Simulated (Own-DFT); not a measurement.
# How strain changes the stress of wurtzite GaN, 72 atoms (Ga36N36)

All numbers below are calculated, not measured. The program, named Own-DFT, is a retired in-house plane-wave density functional code that no person has reviewed. Each row is one single-point run on a periodic cell that was not relaxed, without spin or spin-orbit coupling.

Settings of every run: PBE; PseudoDojo norm-conserving scalar-relativistic files (stringent for Ga); cutoff 96 hartree; 4 x 4 x 3 k mesh centred on Gamma; Gaussian smearing of 0.01 eV.

Known limits: forces not confirmed at this smearing and k mesh; stress not checked against mesh or cutoff.

Unstrained cell vectors in Å: (9.567, 0.000, 0.000); (-4.783, 8.285, 0.000); (0.000, 0.000, 10.370). The unstrained cell has measured lattice constants (interpolated for alloys), not those of this functional. That, the random moves and any unrelaxed bonds set the pressure at no strain. Each run strains this cell uniformly, with the atoms carried along. Every atom was also moved at random, by a Gaussian of width 0.05 Å on each axis. Strain is the symmetric tensor, in per cent. Stress is positive in tension, and the pressure is minus a third of its trace.

| run | e_xx (%) | e_yy (%) | e_zz (%) | e_yz (%) | e_xz (%) | e_xy (%) | s_xx (GPa) | s_yy (GPa) | s_zz (GPa) | s_yz (GPa) | s_xz (GPa) | s_xy (GPa) | P (GPa) | E (meV/atom) |
|---|---|---|---|---|---|---|---|---|---|---|---|---|---|---|
| 1 | -1.94 | -0.70 | -1.90 | 1.82 | -0.82 | -0.02 | -20.57 | -14.21 | -17.68 | 5.25 | -2.82 | 1.48 | 17.49 | 59.1 |
| 2 | -0.44 | -0.86 | -1.40 | 0.64 | -0.81 | 1.10 | -9.49 | -13.63 | -14.84 | 1.93 | -1.54 | 2.90 | 12.65 | 30.1 |
| 3 | -0.88 | -0.66 | -1.46 | 1.78 | 0.41 | -0.54 | -13.59 | -12.02 | -14.98 | 4.69 | 0.82 | -1.90 | 13.53 | 37.5 |
| 4 | 0.38 | 1.20 | 0.02 | 1.78 | -1.68 | 1.36 | -5.05 | -1.80 | -6.39 | 3.86 | -4.08 | 5.00 | 4.41 | 17.1 |
| 5 | 1.88 | 1.02 | -0.83 | -1.27 | -1.63 | -1.33 | -0.04 | -1.02 | -9.35 | -3.02 | -3.17 | -3.53 | 3.47 | 11.2 |
| 6 | 0.43 | -0.31 | 1.66 | -1.75 | 0.24 | -0.85 | -4.77 | -6.71 | -0.39 | -3.43 | 1.43 | -1.93 | 3.96 | 18.0 |
| 7 | 1.78 | 0.51 | 0.57 | 0.74 | -0.68 | 1.97 | -0.71 | -2.01 | -2.81 | 1.93 | -1.41 | 6.36 | 1.84 | 5.1 |
| 8 | 0.70 | -0.15 | 0.70 | 0.92 | 0.13 | -1.16 | -2.66 | -8.53 | -3.26 | 2.23 | 0.48 | -3.26 | 4.82 | 9.8 |
| 9 | 0.09 | 1.90 | 1.50 | 0.05 | -0.76 | -0.27 | -5.33 | 2.27 | -0.08 | -0.14 | -2.04 | -1.17 | 1.05 | 16.0 |
| 10 | 0.20 | -0.05 | -0.80 | 0.42 | -0.79 | 1.54 | -7.40 | -6.75 | -11.60 | 0.66 | -2.31 | 4.03 | 8.58 | 21.8 |
| 11 | 1.08 | -0.38 | 0.08 | -1.36 | -0.93 | 0.11 | -1.25 | -7.83 | -9.00 | -3.26 | -2.20 | -0.16 | 6.03 | 16.4 |
| 12 | -0.47 | 1.96 | 0.03 | 0.37 | 0.21 | 1.41 | -7.09 | -0.33 | -4.78 | 0.73 | 0.85 | 3.64 | 4.07 | 0.0 |
| 13 | -0.33 | -0.78 | 1.09 | 0.47 | -1.35 | -0.95 | -8.78 | -10.03 | -2.08 | 1.30 | -2.19 | -1.11 | 6.96 | 6.8 |
| 14 | -1.60 | 0.20 | 1.04 | -0.36 | 0.80 | 0.39 | -12.31 | -8.28 | -3.50 | -1.26 | 0.50 | -0.24 | 8.03 | 17.7 |
| 15 | 1.52 | -1.11 | 0.28 | -0.18 | -1.02 | -0.68 | -0.84 | -8.93 | -6.75 | -0.80 | -1.00 | -1.59 | 5.51 | 4.3 |
| 16 | -1.92 | -0.98 | -1.72 | -1.38 | 0.22 | -1.48 | -20.79 | -14.90 | -18.03 | -3.65 | 0.14 | -6.45 | 17.91 | 64.3 |
| 17 | -1.87 | 0.99 | 1.00 | -1.62 | 0.69 | 1.46 | ? | ? | ? | ? | ? | ? | ? | ? |

E is the free energy for each atom above the lowest run shown.

## Worked fit

Each stress component was fitted by least squares to a constant and the strains of the runs shown, as fractions, with shears doubled. Shear strains stay in the fit of a normal stress only where such slopes are resolved. The slopes, in GPa:

| stress | at no strain | per e_xx | per e_yy | per e_zz | scatter |
|---|---|---|---|---|---|
| s_xx | -7.6 | 455 ± 33 | 59 ± 40 | 119 ± 37 | 1.45 |
| s_yy | -7.4 | 141 ± 19 | 417 ± 23 | 66 ± 21 | 0.84 |
| s_zz | -7.6 | 45 ± 22 | 94 ± 27 | 461 ± 24 | 0.95 |

Each shear stress against twice its own strain: yz 124 ± 7, xz 111 ± 13, xy 138 ± 10 GPa. These are stiffnesses along x, y and z of the frame in which the cell vectors are given, which need not be the crystal's axes. The atoms are held to the strained lattice; where symmetry lets them move under strain, relaxing them would lower some slopes. The table should be nearly symmetric about its diagonal, and what it lacks of that shows the noise. A ninth of its sum, 206 ± 5 GPa, estimates the bulk modulus near the mean pressure of these runs, 7.5 GPa, so it lies above the value at zero pressure.

## Withheld run

Question: what normal stresses and pressure should run 17 give?

The fit gives s_xx = -14.4, s_yy = -5.2, s_zz = -2.9 and P = 7.5 GPa. The calculation gave -12.50, -5.62, -3.33 and P = 7.15 GPa.
